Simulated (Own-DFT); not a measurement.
# Strain and stress in C40 NbSi2, 36 atoms (Nb12Si24)

All numbers below are calculated, not measured. The program, named Own-DFT, is a retired in-house plane-wave density functional code that no person has reviewed. Each row is one single-point run on a periodic cell that was not relaxed, without spin or spin-orbit coupling.

Settings of every run: PBE; PseudoDojo norm-conserving scalar-relativistic files; cutoff 42 hartree; 4 x 4 x 5 k mesh centred on Gamma; cold (Marzari-Vanderbilt) smearing of 0.2 eV.

Known limits: forces on such cells failed a check on a denser k mesh; stress not checked against mesh or cutoff.

Unstrained cell vectors in Å: (0.000, 8.324, 0.000); (-9.613, 0.000, 0.000); (0.000, 0.000, 6.586). The unstrained cell was taken from the Materials Project. The random moves and any unrelaxed bonds add to the pressure at no strain. Each run strains this cell uniformly, with the atoms carried along. Every atom was also moved at random, by a Gaussian of width 0.05 Å on each axis. Strain is the symmetric tensor, in per cent. Stress is positive in tension, and the pressure is minus a third of its trace.

| run | e_xx (%) | e_yy (%) | e_zz (%) | e_yz (%) | e_xz (%) | e_xy (%) | s_xx (GPa) | s_yy (GPa) | s_zz (GPa) | s_yz (GPa) | s_xz (GPa) | s_xy (GPa) | P (GPa) | E (meV/atom) |
|---|---|---|---|---|---|---|---|---|---|---|---|---|---|---|
| 1 | -0.54 | -1.31 | -0.49 | -1.70 | -1.64 | -1.65 | -6.38 | -8.11 | -8.52 | -5.49 | -5.85 | -4.85 | 7.67 | 32.8 |
| 2 | 0.99 | -0.36 | 1.27 | 0.97 | -1.76 | -1.50 | 1.06 | -2.23 | 1.70 | 2.82 | -4.99 | -4.47 | -0.18 | 21.6 |
| 3 | 1.49 | 1.30 | -0.80 | -1.27 | -1.15 | -1.36 | 2.74 | 2.50 | -5.29 | -3.57 | -3.90 | -3.71 | 0.01 | 11.2 |
| 4 | 0.78 | 1.59 | -0.88 | -0.61 | 1.11 | -0.40 | 0.96 | 2.93 | -5.76 | -2.21 | 3.42 | -1.69 | 0.62 | 5.6 |
| 5 | -0.87 | -1.31 | -0.37 | -1.05 | 1.00 | 1.34 | -6.98 | -8.65 | -7.60 | -3.22 | 3.07 | 3.96 | 7.74 | 20.6 |
| 6 | -0.13 | -0.13 | -0.18 | 1.14 | -0.89 | 1.74 | -3.53 | -3.19 | -4.75 | 4.01 | -3.60 | 5.16 | 3.82 | 12.3 |
| 7 | -0.31 | 0.71 | -1.20 | -1.22 | -0.81 | -0.11 | -3.67 | -1.18 | -9.24 | -3.62 | -2.72 | 0.07 | 4.70 | 12.2 |
| 8 | -1.65 | 1.39 | -1.96 | -1.25 | -0.02 | 1.01 | -9.99 | -0.36 | -14.78 | -4.50 | 0.09 | 3.52 | 8.38 | 45.8 |
| 9 | -1.48 | -0.30 | 0.12 | 0.19 | -0.94 | 0.21 | -8.38 | -4.49 | -4.87 | 0.72 | -2.56 | 1.12 | 5.91 | 15.3 |
| 10 | -0.01 | 0.89 | -0.46 | 0.29 | 1.43 | -1.91 | -2.50 | 0.23 | -5.01 | 0.74 | 4.54 | -5.65 | 2.43 | 11.8 |
| 11 | 0.36 | 0.33 | 0.64 | -1.73 | -1.47 | -0.98 | -0.52 | -0.08 | -0.65 | -4.69 | -3.92 | -2.89 | 0.42 | 6.7 |
| 12 | 1.50 | -0.25 | -1.64 | 1.16 | 1.57 | -0.31 | 1.15 | -3.62 | -10.37 | 3.67 | 5.44 | -1.06 | 4.28 | 17.3 |
| 13 | -1.17 | 1.11 | -0.22 | -1.67 | -0.82 | 0.73 | -6.06 | 0.94 | -4.94 | -4.98 | -2.33 | 2.15 | 3.35 | 7.4 |
| 14 | -0.36 | -1.52 | -0.33 | -0.98 | 0.50 | -0.77 | -4.74 | -8.27 | -6.65 | -3.52 | 1.84 | -2.43 | 6.55 | 0.0 |
| 15 | -0.44 | -0.16 | -1.17 | -0.26 | -1.48 | -1.59 | -5.48 | -3.96 | -9.69 | -0.94 | -5.53 | -4.95 | 6.38 | 12.0 |
| 16 | 1.43 | -1.37 | 0.72 | 1.88 | -0.72 | -1.80 | ? | ? | ? | ? | ? | ? | ? | ? |

E is the free energy for each atom above the lowest run shown.

## Worked fit

Each stress component was fitted by least squares to a constant and the strains of the runs shown, as fractions, with shears doubled. Shear strains stay in the fit of a normal stress only where such slopes are resolved. The slopes, in GPa:

```
stress  at no strain  per e_xx  per e_yy  per e_zz  scatter
  s_xx          -2.7  364 ± 12   69 ± 12   78 ± 15     0.44
  s_yy          -2.5    68 ± 8   365 ± 8   87 ± 10     0.29
  s_zz          -4.0   99 ± 15   79 ± 16  464 ± 19     0.56
```

Each shear stress against twice its own strain: yz 153 ± 5, xz 168 ± 7, xy 149 ± 4 GPa. These are stiffnesses along x, y and z of the frame in which the cell vectors are given, which need not be the crystal's axes. The atoms are held to the strained lattice; where symmetry lets them move under strain, relaxing them would lower some slopes. The table should be nearly symmetric about its diagonal, and what it lacks of that shows the noise. A ninth of its sum, 186 ± 7 GPa, estimates the bulk modulus near the mean pressure of these runs, 4.1 GPa, so it lies above the value at zero pressure.

## Withheld run

Question: what normal stresses and pressure should run 16 give?

The fit gives s_xx = 2.1, s_yy = -5.9, s_zz = -0.3 and P = 1.4 GPa. The calculation gave 1.86, -5.74, -0.50 and P = 1.46 GPa.
